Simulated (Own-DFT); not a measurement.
Hf$_{31}$O$_{64}$ (monoclinic hafnia with one vacancy, atoms displaced), Hf$_{32}$O$_{63}$ (monoclinic hafnia with one vacancy, atoms displaced) (calculated)

All values are calculated (Own-DFT development build). A calculation, not a measurement: plane-wave PBE density functional theory by an unreviewed code, no spin, of a simulated periodic cell, stress positive in tension, free energy of the whole cell less one offset for each atom, defect cell not probed for a lower state with spin; hafnium file: forces about 75 meV/angstrom off all-electron values; oxygen file: force components 24 meV/angstrom off all-electron in one glass; forces on such cells passed a denser k mesh, this cell's mesh not checked; offsets are fitted by least squares, one for each functional and potential file, so energies compare only between cells with the same atoms and settings and are not formation energies; the far tail of each file's local potential was reset to the Coulomb form; each entry is a single point on an unrelaxed cell, so the pressure reflects the starting lattice, mostly measured values, from which strain is counted, and rises with the displacements; printed positions are rounded, which can move forces by about a meV/angstrom; the program is a retired in-house code; no spin-orbit coupling; before rounding, a Quantum ESPRESSO 7.3.1 run of the same cell and cutoff gave forces within 1 meV/angstrom rms on each cell, which checks the program and not the settings.

Settings shared by all entries: functional PBE; potential files PseudoDojo norm-conserving, scalar-relativistic, standard set; wave cutoff 72 hartree; occupations Fermi-Dirac; smearing width 0.1 eV; k mesh 2 x 2 x 2 centred on Gamma.

```yaml
- entry: 1
  formula: Hf31O64
  kind: "monoclinic hafnia with one vacancy, atoms displaced"
  structure:
    cell_angstrom: [[10.234, 0.0, 0.0], [0.0, 10.35, 0.0], [-1.6955, 0.0, 10.4453]]
    atoms_fractional:
      - [Hf, 0.14475, 0.01728, 0.10585]
      - [Hf, 0.3676, 0.26782, 0.14712]
      - [Hf, 0.36366, 0.47481, 0.39553]
      - [Hf, 0.13872, 0.23096, 0.34629]
      - [O, 0.03664, 0.16922, 0.17646]
      - [O, 0.46711, 0.41265, 0.07999]
      - [O, 0.46302, 0.33312, 0.32493]
      - [O, 0.03183, 0.08794, 0.42386]
      - [O, 0.22304, 0.37599, 0.23603]
      - [O, 0.27554, 0.131, 0.01271]
      - [O, 0.27613, 0.12389, 0.2618]
      - [O, 0.22201, 0.37124, 0.48924]
      - [Hf, 0.13652, 0.02252, 0.60572]
      - [Hf, 0.36348, 0.26648, 0.64659]
      - [Hf, 0.36379, 0.48352, 0.89812]
      - [Hf, 0.13568, 0.23408, 0.8523]
      - [O, 0.04062, 0.16583, 0.67919]
      - [O, 0.46595, 0.41723, 0.58187]
      - [O, 0.46343, 0.33147, 0.8265]
      - [O, 0.03903, 0.08473, 0.92539]
      - [O, 0.22188, 0.38231, 0.7408]
      - [O, 0.26587, 0.13067, 0.50509]
      - [O, 0.27235, 0.11544, 0.75924]
      - [O, 0.22608, 0.37384, 0.99146]
      - [Hf, 0.36281, 0.76655, 0.14773]
      - [Hf, 0.36391, 0.97787, 0.39739]
      - [Hf, 0.13624, 0.7333, 0.34896]
      - [O, 0.03289, 0.66078, 0.17282]
      - [O, 0.46233, 0.91467, 0.07498]
      - [O, 0.46074, 0.83411, 0.32861]
      - [O, 0.03376, 0.58272, 0.42332]
      - [O, 0.23162, 0.88362, 0.23883]
      - [O, 0.27454, 0.62692, 0.01142]
      - [O, 0.27326, 0.62017, 0.25856]
      - [O, 0.22123, 0.86952, 0.48938]
      - [Hf, 0.13558, 0.51922, 0.59968]
      - [Hf, 0.36034, 0.76951, 0.64125]
      - [Hf, 0.36484, 0.98097, 0.89885]
      - [Hf, 0.13818, 0.72943, 0.85674]
      - [O, 0.03576, 0.6642, 0.67079]
      - [O, 0.45905, 0.91822, 0.57484]
      - [O, 0.46138, 0.83153, 0.82665]
      - [O, 0.03579, 0.58885, 0.92187]
      - [O, 0.2265, 0.88479, 0.74003]
      - [O, 0.26699, 0.63294, 0.51159]
      - [O, 0.27948, 0.62048, 0.75927]
      - [O, 0.22173, 0.8695, 0.98614]
      - [Hf, 0.63584, 0.0234, 0.09904]
      - [Hf, 0.86396, 0.27218, 0.14906]
      - [Hf, 0.86123, 0.47705, 0.39627]
      - [Hf, 0.63036, 0.22943, 0.35455]
      - [O, 0.53469, 0.1719, 0.16938]
      - [O, 0.96354, 0.41505, 0.0771]
      - [O, 0.963, 0.33013, 0.32576]
      - [O, 0.54223, 0.08637, 0.42269]
      - [O, 0.71992, 0.37461, 0.24036]
      - [O, 0.77338, 0.13122, 0.0108]
      - [O, 0.77215, 0.11623, 0.25843]
      - [O, 0.72082, 0.37077, 0.48876]
      - [Hf, 0.63746, 0.02062, 0.60574]
      - [Hf, 0.86275, 0.27377, 0.64538]
      - [Hf, 0.86366, 0.48019, 0.89468]
      - [Hf, 0.64079, 0.23196, 0.85453]
      - [O, 0.53888, 0.16741, 0.67677]
      - [O, 0.96419, 0.41787, 0.57599]
      - [O, 0.96336, 0.33579, 0.8285]
      - [O, 0.53795, 0.08598, 0.92359]
      - [O, 0.72533, 0.37497, 0.73701]
      - [O, 0.77955, 0.12456, 0.51372]
      - [O, 0.77474, 0.11989, 0.76291]
      - [O, 0.72139, 0.36798, 0.98909]
      - [Hf, 0.63776, 0.51696, 0.10216]
      - [Hf, 0.85811, 0.7663, 0.14522]
      - [Hf, 0.86244, 0.98127, 0.39427]
      - [Hf, 0.63721, 0.73, 0.35251]
      - [O, 0.53647, 0.66861, 0.17234]
      - [O, 0.96661, 0.91412, 0.07744]
      - [O, 0.96252, 0.83906, 0.32676]
      - [O, 0.53627, 0.58368, 0.4282]
      - [O, 0.72664, 0.87625, 0.24428]
      - [O, 0.77837, 0.62681, 0.00703]
      - [O, 0.77709, 0.61909, 0.26084]
      - [O, 0.7209, 0.86707, 0.49088]
      - [Hf, 0.63898, 0.51938, 0.60081]
      - [Hf, 0.86213, 0.77067, 0.64406]
      - [Hf, 0.86487, 0.9839, 0.89619]
      - [Hf, 0.63648, 0.72527, 0.85266]
      - [O, 0.54349, 0.66956, 0.67511]
      - [O, 0.9656, 0.91373, 0.5781]
      - [O, 0.96056, 0.8362, 0.82726]
      - [O, 0.53688, 0.58086, 0.91987]
      - [O, 0.726, 0.88237, 0.74353]
      - [O, 0.77516, 0.62641, 0.50741]
      - [O, 0.77844, 0.62654, 0.76215]
      - [O, 0.7245, 0.86602, 0.98804]
  results:
    "free_energy_of_cell_above_offsets [eV]": "-79.707"
    "pressure [GPa]": 4.03
    "stress_xx [GPa]": -4.59
    "stress_yy [GPa]": -3.69
    "stress_zz [GPa]": -3.81
    "stress_yz [GPa]": -0.02
    "stress_xz [GPa]": -0.39
    "stress_xy [GPa]": 0.16
    force_element: [Hf, Hf, Hf, Hf, O, O, O, O, O, O, O, O, Hf, Hf, Hf, Hf, O, O, O, O, O, O, O, O, Hf, Hf, Hf, O, O, O, O, O, O, O, O, Hf, Hf, Hf, Hf, O, O, O, O, O, O, O, O, Hf, Hf, Hf, Hf, O, O, O, O, O, O, O, O, Hf, Hf, Hf, Hf, O, O, O, O, O, O, O, O, Hf, Hf, Hf, Hf, O, O, O, O, O, O, O, O, Hf, Hf, Hf, Hf, O, O, O, O, O, O, O, O]
    "force_x [eV/angstrom]": [-0.944, -3.05, -1.646, 0.107, -0.054, 0.856, 0.218, -0.297, 0.831, 0.318, 0.644, 0.531, 0.345, -0.695, -1.982, 0.983, -1.479, -0.28, 0.056, -0.38, 0.26, 1.141, 0.78, 0.731, -1.133, -0.779, -0.169, -0.807, 0.506, 0.978, -0.336, -0.733, 1.164, 0.943, 0.279, 0.911, -0.388, -0.549, 0.33, -0.424, 0.815, 0.361, -0.907, -0.116, 0.943, -0.184, 0.122, 0.572, 0.016, 0.162, 2.294, 0.995, -0.883, -0.426, -1.733, 0.229, 0.426, -0.199, 0.193, 0.779, -0.026, 0.798, -0.229, -0.547, -0.524, 0.234, -0.541, -0.061, -0.15, 0.377, 0.218, 0.129, 0.777, -0.582, 0.378, 0.276, 0.219, 1.034, -0.546, -0.649, -0.542, -0.241, 0.049, -0.046, -0.411, -0.363, 0.471, -0.901, 0.079, 0.952, 0.072, -0.3, 0.226, 0.25, -0.126]
    "force_y [eV/angstrom]": [0.885, 1.759, 1.093, 0.643, -1.194, 0.866, 0.12, -0.237, -0.558, -0.488, -0.796, 0.175, -0.492, 0.549, -0.726, 0.209, 0.655, -0.281, 0.028, -0.033, -0.608, -0.119, 1.176, -1.044, -1.178, 0.761, -1.709, 1.097, 0.392, -0.565, 0.387, -0.459, 0.763, 0.695, 0.505, 0.27, 0.055, -0.591, -0.471, 0.396, 0.389, 0.09, -0.046, -0.947, -0.432, 0.441, 0.569, -0.786, -0.023, 0.281, 0.316, -1.173, -0.116, 0.626, -1.337, 0.556, -0.298, 0.402, -0.277, -0.426, -1.094, 0.721, -0.194, -0.256, -0.605, -0.403, -0.281, 0.633, 0.62, 0.542, 0.884, 0.061, 0.126, 0.164, -0.002, -0.426, 0.127, -0.833, 0.021, 0.139, -0.267, -0.104, 0.354, 0.445, 0.068, -0.749, 1.252, -0.104, 0.253, -0.473, -0.222, -0.022, 0.094, -0.946, 0.739]
    "force_z [eV/angstrom]": [-0.61, -1.399, -0.8, 1.029, -1.175, -0.353, 0.853, -0.12, 1.152, -0.22, -0.122, -0.008, -0.353, 0.323, 0.421, 1.501, -0.787, -0.474, 0.15, -0.081, -0.323, 0.7, 0.179, -0.849, -0.938, -0.113, -0.337, 0.31, 0.489, 0.156, -0.618, 0.275, -0.79, 1.451, -0.392, 0.795, 1.234, -1.043, 0.049, 0.354, 0.288, 0.095, -0.812, -0.295, -0.52, 0.045, 0.7, 0.866, -0.52, -0.754, -0.381, 0.25, -0.407, 0.613, 0.286, -0.168, 0.071, 0.109, 0.077, 0.461, -0.076, 1.462, 0.065, -0.892, 0.17, -0.492, -0.18, 0.054, 0.302, -0.326, 0.106, 0.36, -0.257, 0.428, 0.376, -0.13, 0.323, -0.217, -0.834, -0.774, 0.42, -0.199, 0.071, 0.883, 0.417, 0.325, 0.312, -1.053, -0.12, -0.137, 0.519, -0.787, 0.225, -0.365, 0.498]
- entry: 2
  formula: Hf32O63
  kind: "monoclinic hafnia with one vacancy, atoms displaced"
  structure:
    cell_angstrom: [[10.234, 0.0, 0.0], [0.0, 10.35, 0.0], [-1.6955, 0.0, 10.4453]]
    atoms_fractional:
      - [Hf, 0.13855, 0.02247, 0.09736]
      - [Hf, 0.36451, 0.26976, 0.15053]
      - [Hf, 0.37515, 0.48116, 0.38686]
      - [Hf, 0.14515, 0.23188, 0.35652]
      - [O, 0.03505, 0.17436, 0.17085]
      - [O, 0.46369, 0.41758, 0.08505]
      - [O, 0.46586, 0.32568, 0.3321]
      - [O, 0.02889, 0.08576, 0.42464]
      - [O, 0.22593, 0.37558, 0.24526]
      - [O, 0.27101, 0.13168, 0.00467]
      - [O, 0.27136, 0.12716, 0.24706]
      - [O, 0.22955, 0.37082, 0.4889]
      - [Hf, 0.13953, 0.01582, 0.60407]
      - [Hf, 0.35367, 0.26904, 0.644]
      - [Hf, 0.35732, 0.4824, 0.90052]
      - [Hf, 0.13685, 0.22716, 0.85703]
      - [O, 0.04068, 0.16384, 0.67417]
      - [O, 0.45926, 0.42151, 0.57279]
      - [O, 0.471, 0.34249, 0.83281]
      - [O, 0.03659, 0.0876, 0.92099]
      - [O, 0.2231, 0.37265, 0.74687]
      - [O, 0.27268, 0.13522, 0.50551]
      - [O, 0.27317, 0.119, 0.75969]
      - [O, 0.22526, 0.3756, 0.98289]
      - [Hf, 0.14135, 0.5161, 0.10301]
      - [Hf, 0.36134, 0.77154, 0.14307]
      - [Hf, 0.36999, 0.97586, 0.3985]
      - [Hf, 0.13537, 0.72875, 0.34881]
      - [O, 0.02599, 0.66479, 0.16734]
      - [O, 0.46505, 0.91283, 0.06878]
      - [O, 0.46848, 0.83459, 0.33285]
      - [O, 0.03733, 0.58342, 0.42949]
      - [O, 0.22977, 0.882, 0.24113]
      - [O, 0.27582, 0.62953, 0.00755]
      - [O, 0.27722, 0.61705, 0.26896]
      - [O, 0.22122, 0.86138, 0.49416]
      - [Hf, 0.1351, 0.51573, 0.5989]
      - [Hf, 0.36263, 0.76687, 0.63955]
      - [Hf, 0.36415, 0.97777, 0.89683]
      - [Hf, 0.14172, 0.72739, 0.85468]
      - [O, 0.04008, 0.66569, 0.67413]
      - [O, 0.45909, 0.91163, 0.57851]
      - [O, 0.46812, 0.83164, 0.82443]
      - [O, 0.03628, 0.57507, 0.91663]
      - [O, 0.22154, 0.8767, 0.73807]
      - [O, 0.27879, 0.62843, 0.51575]
      - [O, 0.27772, 0.61992, 0.76586]
      - [O, 0.21472, 0.86073, 0.98577]
      - [Hf, 0.63198, 0.02187, 0.10021]
      - [Hf, 0.85964, 0.27427, 0.14522]
      - [Hf, 0.86066, 0.48757, 0.39417]
      - [Hf, 0.62684, 0.22338, 0.35399]
      - [O, 0.53591, 0.16124, 0.1767]
      - [O, 0.95411, 0.41562, 0.07689]
      - [O, 0.96286, 0.3328, 0.32558]
      - [O, 0.54173, 0.0734, 0.42103]
      - [O, 0.72621, 0.38103, 0.24495]
      - [O, 0.77486, 0.13155, 0.00763]
      - [O, 0.77824, 0.12154, 0.26359]
      - [O, 0.72274, 0.37312, 0.49543]
      - [Hf, 0.63506, 0.01305, 0.60523]
      - [Hf, 0.86654, 0.27847, 0.64955]
      - [Hf, 0.86326, 0.48587, 0.89726]
      - [Hf, 0.62925, 0.23795, 0.85579]
      - [O, 0.96323, 0.40989, 0.5737]
      - [O, 0.96643, 0.32996, 0.83611]
      - [O, 0.54521, 0.07324, 0.93393]
      - [O, 0.72078, 0.37873, 0.74144]
      - [O, 0.77195, 0.12704, 0.50467]
      - [O, 0.76724, 0.12111, 0.75266]
      - [O, 0.71768, 0.37222, 0.99459]
      - [Hf, 0.63926, 0.51443, 0.10981]
      - [Hf, 0.85583, 0.77184, 0.14499]
      - [Hf, 0.86066, 0.99019, 0.39714]
      - [Hf, 0.64309, 0.7301, 0.36096]
      - [O, 0.54508, 0.67242, 0.16715]
      - [O, 0.9689, 0.91314, 0.07792]
      - [O, 0.96782, 0.83193, 0.33087]
      - [O, 0.53099, 0.58595, 0.43052]
      - [O, 0.71985, 0.88285, 0.24523]
      - [O, 0.77773, 0.63144, 0.00586]
      - [O, 0.77878, 0.61865, 0.26182]
      - [O, 0.73243, 0.86861, 0.48419]
      - [Hf, 0.64453, 0.53168, 0.60983]
      - [Hf, 0.85923, 0.77847, 0.64756]
      - [Hf, 0.84946, 0.98248, 0.897]
      - [Hf, 0.65233, 0.73032, 0.85439]
      - [O, 0.54819, 0.66841, 0.67619]
      - [O, 0.96764, 0.92021, 0.57747]
      - [O, 0.9573, 0.83989, 0.82993]
      - [O, 0.5294, 0.5863, 0.92004]
      - [O, 0.72996, 0.87816, 0.73604]
      - [O, 0.77178, 0.63218, 0.51473]
      - [O, 0.77668, 0.62036, 0.77019]
      - [O, 0.73043, 0.86533, 0.98721]
  results:
    "free_energy_of_cell_above_offsets [eV]": "-90.337"
    "pressure [GPa]": 5.28
    "stress_xx [GPa]": -4.5
    "stress_yy [GPa]": -6.02
    "stress_zz [GPa]": -5.32
    "stress_yz [GPa]": 0.68
    "stress_xz [GPa]": -0.28
    "stress_xy [GPa]": -0.17
    force_element: [Hf, Hf, Hf, Hf, O, O, O, O, O, O, O, O, Hf, Hf, Hf, Hf, O, O, O, O, O, O, O, O, Hf, Hf, Hf, Hf, O, O, O, O, O, O, O, O, Hf, Hf, Hf, Hf, O, O, O, O, O, O, O, O, Hf, Hf, Hf, Hf, O, O, O, O, O, O, O, O, Hf, Hf, Hf, Hf, O, O, O, O, O, O, O, Hf, Hf, Hf, Hf, O, O, O, O, O, O, O, O, Hf, Hf, Hf, Hf, O, O, O, O, O, O, O, O]
    "force_x [eV/angstrom]": [-1.662, -0.977, -2.342, -2.279, 0.434, 0.053, -0.674, 1.68, 0.323, 1.347, 0.711, -0.655, -0.508, 0.927, 1.607, 0.334, -0.961, 0.54, -0.946, -1.58, 0.429, 0.722, 1.101, -0.857, -1.643, 0.693, -2.086, -0.523, 1.43, -0.969, 0.24, -0.293, 0.219, -0.314, -0.118, 0.546, 1.034, -1.059, -0.092, -1.245, -1.128, 1.394, -0.17, 0.691, 0.54, -0.146, 0.004, 1.321, 2.306, 0.2, 0.224, 4.193, -0.927, 2.033, 0.262, -1.205, -0.754, -0.028, -0.655, 0.163, 0.836, -1.13, -0.281, 1.579, 1.071, -0.835, -1.286, 0.423, -0.325, -0.759, -0.051, -0.101, 1.049, 0.512, -0.287, -1.168, -0.527, -0.541, 1.946, 0.289, -0.232, -0.318, -1.037, -1.254, 3.258, 2.582, -3.689, -1.418, -0.869, 0.904, 1.044, -1.63, 0.857, 1.27, -0.791]
    "force_y [eV/angstrom]": [0.485, -0.408, -0.876, -0.343, -0.902, 0.148, 0.272, 0.703, 0.763, -0.267, -1.079, 0.369, 0.618, 1.183, 0.37, 0.38, 0.616, -0.652, -0.789, -1.545, 0.703, -1.282, -0.184, -0.395, 0.068, -0.396, 0.23, 0.329, -0.817, -0.634, -0.745, 0.226, -0.31, -0.066, 0.974, 1.116, 0.639, -1.132, -0.698, -0.269, 0.235, 1.368, 0.687, 0.589, -0.225, -0.695, -0.038, 1.826, -0.688, -1.384, -2.996, 0.753, 0.465, 1.588, 0.86, -0.612, -0.096, -0.233, 0.622, 0.141, 2.172, -2.183, -2.047, -0.914, 1.282, 0.52, 1.576, 0.392, 0.29, -0.389, 0.233, 1.014, 0.654, -0.951, 0.265, 0.298, 0.289, 0.114, 1.56, -0.656, -0.491, 0.879, 0.135, -3.758, -0.447, 0.992, -0.963, 1.292, -0.833, -0.931, 0.193, 0.338, 0.049, 0.373, 1.081]
    "force_z [eV/angstrom]": [0.696, -1.346, 3.061, -0.971, -0.333, 0.423, -0.627, -0.16, -1.462, 0.628, 1.647, -0.075, -0.075, 0.529, -1.604, -1.097, -0.167, 1.002, -0.711, 0.484, -1.279, 0.17, 0.064, 2.14, 0.039, 0.412, -0.678, 0.976, 0.207, 1.18, -0.65, -1.063, -0.269, 1.531, -2.195, -0.941, 1.463, 2.224, -1.932, -1.58, -0.278, -0.52, 0.182, 0.652, 0.447, -0.766, -0.527, 1.259, 2.638, 1.042, 0.531, 1.518, -0.438, 0.022, 0.668, 0.351, -0.121, 0.394, -1.091, -0.741, 0.267, -0.11, 0.525, -0.609, 0.021, -0.846, -3.129, 0.322, 1.27, 0.383, -0.311, -1.538, 0.752, -0.553, -1.646, 0.817, -0.028, -0.497, -0.904, -0.928, 1.019, -0.033, 1.304, -0.28, -0.279, -0.09, 0.827, -0.503, 0.625, -0.261, 0.618, 0.206, -0.203, -1.747, 0.658]
- entry: 3
  formula: Hf31O64
  kind: "monoclinic hafnia with one vacancy, atoms displaced"
  structure:
    cell_angstrom: [[10.234, 0.0, 0.0], [0.0, 10.35, 0.0], [-1.6955, 0.0, 10.4453]]
    atoms_fractional:
      - [Hf, 0.13583, 0.0186, 0.10535]
      - [Hf, 0.35766, 0.26404, 0.1491]
      - [Hf, 0.36116, 0.47752, 0.39795]
      - [Hf, 0.13787, 0.22951, 0.35146]
      - [O, 0.03552, 0.16635, 0.17519]
      - [O, 0.46876, 0.41596, 0.07316]
      - [O, 0.46171, 0.33064, 0.32744]
      - [O, 0.03486, 0.08718, 0.42426]
      - [O, 0.2327, 0.37778, 0.24044]
      - [O, 0.27397, 0.133, 0.0056]
      - [O, 0.27792, 0.11756, 0.25786]
      - [O, 0.22855, 0.36831, 0.49289]
      - [Hf, 0.138, 0.02446, 0.60246]
      - [Hf, 0.36456, 0.26845, 0.64866]
      - [Hf, 0.36835, 0.47839, 0.89828]
      - [Hf, 0.1423, 0.22966, 0.85532]
      - [O, 0.03702, 0.17047, 0.67632]
      - [O, 0.46617, 0.416, 0.57724]
      - [O, 0.45772, 0.33592, 0.82306]
      - [O, 0.03461, 0.08273, 0.92947]
      - [O, 0.22977, 0.38054, 0.74129]
      - [O, 0.27616, 0.13033, 0.50943]
      - [O, 0.27219, 0.11921, 0.75915]
      - [O, 0.22695, 0.37565, 0.99061]
      - [Hf, 0.13544, 0.51511, 0.09946]
      - [Hf, 0.36228, 0.76693, 0.14944]
      - [Hf, 0.35873, 0.97682, 0.39463]
      - [Hf, 0.13853, 0.72851, 0.35098]
      - [O, 0.04064, 0.665, 0.17524]
      - [O, 0.45891, 0.91634, 0.07639]
      - [O, 0.46268, 0.82964, 0.3274]
      - [O, 0.0369, 0.58439, 0.42566]
      - [O, 0.21671, 0.87843, 0.23895]
      - [O, 0.26976, 0.6232, 0.00719]
      - [O, 0.27768, 0.62362, 0.26048]
      - [O, 0.2248, 0.87527, 0.48985]
      - [Hf, 0.13136, 0.51615, 0.60007]
      - [Hf, 0.36181, 0.77206, 0.64539]
      - [Hf, 0.35769, 0.97868, 0.89663]
      - [Hf, 0.13879, 0.73116, 0.85224]
      - [O, 0.03644, 0.66373, 0.67293]
      - [O, 0.46212, 0.91732, 0.57259]
      - [O, 0.45887, 0.83734, 0.82361]
      - [O, 0.03657, 0.5823, 0.92638]
      - [O, 0.22476, 0.88273, 0.74103]
      - [O, 0.28183, 0.63265, 0.50943]
      - [O, 0.27589, 0.62199, 0.75874]
      - [O, 0.22705, 0.87255, 0.99177]
      - [Hf, 0.63801, 0.02156, 0.10431]
      - [Hf, 0.86486, 0.2724, 0.14648]
      - [Hf, 0.86309, 0.47523, 0.39826]
      - [Hf, 0.639, 0.2304, 0.35245]
      - [O, 0.53461, 0.15968, 0.17277]
      - [O, 0.95911, 0.41361, 0.07414]
      - [O, 0.96121, 0.33604, 0.32664]
      - [O, 0.53262, 0.09009, 0.42471]
      - [O, 0.72531, 0.3823, 0.24047]
      - [O, 0.77375, 0.12486, 0.0066]
      - [O, 0.78051, 0.11498, 0.25284]
      - [O, 0.72709, 0.36559, 0.48908]
      - [Hf, 0.64139, 0.01967, 0.61107]
      - [Hf, 0.86481, 0.27084, 0.6452]
      - [Hf, 0.86407, 0.47728, 0.89949]
      - [Hf, 0.6352, 0.2324, 0.85548]
      - [O, 0.54073, 0.16687, 0.67325]
      - [O, 0.96628, 0.41426, 0.57928]
      - [O, 0.96656, 0.33585, 0.82765]
      - [O, 0.53499, 0.08087, 0.92146]
      - [O, 0.72291, 0.37347, 0.74231]
      - [O, 0.77033, 0.12808, 0.51372]
      - [O, 0.78516, 0.11938, 0.76232]
      - [O, 0.72611, 0.37729, 0.98678]
      - [Hf, 0.64166, 0.51807, 0.10008]
      - [Hf, 0.86224, 0.76986, 0.15002]
      - [Hf, 0.64036, 0.73262, 0.35272]
      - [O, 0.5392, 0.66918, 0.17093]
      - [O, 0.96689, 0.91549, 0.07625]
      - [O, 0.96317, 0.83042, 0.32666]
      - [O, 0.53903, 0.58496, 0.42604]
      - [O, 0.72889, 0.87874, 0.24106]
      - [O, 0.77192, 0.62581, 0.01555]
      - [O, 0.77929, 0.62298, 0.26137]
      - [O, 0.72918, 0.87498, 0.4899]
      - [Hf, 0.63774, 0.51913, 0.60123]
      - [Hf, 0.86326, 0.76463, 0.64121]
      - [Hf, 0.8596, 0.97927, 0.89357]
      - [Hf, 0.64092, 0.73012, 0.853]
      - [O, 0.54097, 0.6737, 0.67069]
      - [O, 0.96543, 0.91615, 0.57631]
      - [O, 0.96372, 0.83073, 0.82998]
      - [O, 0.541, 0.57987, 0.9204]
      - [O, 0.72351, 0.87648, 0.74234]
      - [O, 0.7732, 0.62863, 0.51032]
      - [O, 0.77386, 0.62176, 0.7595]
      - [O, 0.72408, 0.87166, 0.99117]
  results:
    "free_energy_of_cell_above_offsets [eV]": "-79.544"
    "pressure [GPa]": 4.1
    "stress_xx [GPa]": -4.6
    "stress_yy [GPa]": -3.54
    "stress_zz [GPa]": -4.16
    "stress_yz [GPa]": -0.14
    "stress_xz [GPa]": 0.07
    "stress_xy [GPa]": -0.1
    force_element: [Hf, Hf, Hf, Hf, O, O, O, O, O, O, O, O, Hf, Hf, Hf, Hf, O, O, O, O, O, O, O, O, Hf, Hf, Hf, Hf, O, O, O, O, O, O, O, O, Hf, Hf, Hf, Hf, O, O, O, O, O, O, O, O, Hf, Hf, Hf, Hf, O, O, O, O, O, O, O, O, Hf, Hf, Hf, Hf, O, O, O, O, O, O, O, O, Hf, Hf, Hf, O, O, O, O, O, O, O, O, Hf, Hf, Hf, Hf, O, O, O, O, O, O, O, O]
    "force_x [eV/angstrom]": [-0.139, 1.398, 0.645, -0.613, 0.181, -0.351, 0.657, 1.083, -1.265, 0.078, -0.27, -0.536, -1.245, -0.304, -1.265, -0.729, 0.143, 0.052, 1.856, 0.279, -0.803, 0.136, 0.559, -0.39, 0.772, -0.025, 0.865, -0.314, -0.582, 0.59, -0.139, -0.463, 0.669, 0.646, 0.194, -0.269, 2.217, -0.015, 0.618, 0.376, -0.3, 0.498, 1.144, -0.581, -0.625, -0.542, 0.028, -0.661, 0.992, -1.409, -0.734, 0.818, -0.785, 1.388, 1.193, -0.555, -0.016, 0.109, -1.136, -0.022, 1.13, -1.196, -0.346, 0.57, -0.718, -0.16, 0.277, -0.18, 0.181, -0.349, -0.732, -0.661, -0.689, 0.104, 0.947, -0.218, -0.216, 0.847, -0.642, -1.159, 1.143, 0.011, -1.084, -0.3, -0.335, 0.265, -0.618, -0.379, 0.304, 0.275, -0.398, 0.153, 0.606, 0.501, -0.033]
    "force_y [eV/angstrom]": [-0.172, 0.834, 0.792, -0.877, 0.4, -0.865, 0.053, 0.668, 0.2, -0.209, 0.405, 0.304, -0.518, 0.277, 1.264, 0.226, -0.303, -0.12, -1.273, 0.582, -0.31, -0.163, 0.465, -0.934, 1.0, 0.096, 0.3, 0.845, -0.339, 0.056, 0.374, -0.506, -0.219, 0.941, -0.828, -0.373, 0.861, -0.231, 0.002, -0.456, 0.099, 0.101, -0.654, 0.209, -0.448, -0.619, 0.073, -0.528, -0.997, -2.115, 1.357, -2.238, 1.08, 0.554, -0.406, -0.419, -0.431, 1.164, 1.664, 0.927, -0.128, -1.603, 0.684, -0.686, 0.467, 0.241, -0.076, 0.498, 0.517, 1.08, 0.321, -1.241, 0.579, 0.977, 0.903, -0.178, -0.414, -0.596, -0.49, -0.639, 0.67, -0.627, -0.948, 0.441, 1.771, -0.081, 0.17, -0.421, -0.776, -0.133, 0.351, 0.088, -0.417, -0.542, -0.385]
    "force_z [eV/angstrom]": [-0.377, -0.731, 0.028, 0.939, -0.197, 0.688, 0.106, 0.071, -0.084, 0.555, 0.004, -0.498, -0.977, -0.815, -0.446, -0.107, -0.19, 0.08, 0.554, -0.888, -0.274, -0.159, 0.028, 0.081, 0.591, -0.855, 0.352, 0.771, -0.522, 0.456, 0.064, -0.286, 0.246, 0.565, 0.025, -0.064, 1.192, -0.079, -0.014, 0.431, -0.054, 0.424, 0.45, -0.528, -0.226, -0.192, 0.125, -0.225, 0.662, 0.346, -0.714, 0.443, 0.175, 0.566, -0.023, -0.079, -0.164, 0.191, -0.35, 0.172, -2.182, 0.257, -1.657, -0.159, 0.547, -0.45, 0.196, -0.267, -0.49, 0.481, 0.003, 0.339, 1.106, 0.393, 0.463, -0.182, 0.196, -0.035, -0.604, -1.052, -0.734, 0.422, 0.813, 0.8, -0.322, 0.754, 0.18, -0.151, 1.212, -0.457, -0.474, -0.205, -0.068, 0.362, -0.297]
```
